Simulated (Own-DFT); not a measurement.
# Misfit strain and the stress it brings: wurtzite AlGaN with randomly placed atoms, 128 atoms (Al24Ga40N64)

Calculated, not measured: single-point runs of Own-DFT, a retired in-house plane-wave DFT program that no person has reviewed, on unrelaxed cells, without spin or spin-orbit coupling.

Settings: PBE; PseudoDojo norm-conserving scalar-relativistic files; cutoff 42 hartree; 3 x 3 x 3 k mesh centred on Gamma; Fermi-Dirac smearing of 0.05 eV.

Known weak points: forces on such cells passed a denser k mesh, each cell not checked; stress not checked against mesh or cutoff.

Unstrained cell vectors in Å: (12.641, 0.000, 0.000); (-6.320, 10.947, 0.000); (0.000, 0.000, 10.218). The unstrained cell has measured lattice constants (interpolated for alloys), not those of this functional. That, the random moves and any unrelaxed bonds set the pressure at no strain. Each run strains x and y alike by e, as a substrate would, and holds the height along z. Each coordinate of each atom was shifted by a normal deviate of width 0.05 Å. The random placing of the alloy's atoms differs from row to row. Stress is positive in tension.

```
e (%)  u (Å)  (s_xx + s_yy)/2 (GPa)  s_zz (GPa)
-2.75  0.049                 -24.84      -12.87
-2.25  0.048                 -20.95      -11.70
-1.75  0.052                 -17.81      -10.77
-1.50  0.052                      ?           ?
-0.50  0.052                  -9.88       -8.69
-0.25  0.052                  -8.52       -8.44
 0.75  0.050                  -2.91       -7.24
 1.00  0.052                  -1.62       -7.51
 2.25  0.051                   4.18       -4.91
 2.50  0.051                   4.93       -4.37
```

## Fit

With e as a fraction, the in-plane stress is -7.0 + 560 e - 3123 e² GPa (errors 3 and 177, scatter 0.14), and s_zz is -8.3 + 152 e GPa (slope ± 7, scatter 0.36). At e = 0 the first slope is C11 + C12 and the second 2 C13, both with the ions held to the strained lattice and at the cell's own pressure. The term in e² is negative: the layer stiffens under compression and softens under tension. A free layer would change its height as e changes, and the in-plane slope would drop by 2 C13²/C33 to the biaxial modulus. At fixed height, a misfit of 1 % moves the in-plane stress by about 5.6 GPa and s_zz by 1.5 GPa.

## The run left out

Question: what are the two stresses at e = -1.50 %?

From the fit: -16.1 and -10.6 GPa. The calculation gave -15.97 and -10.39 GPa.
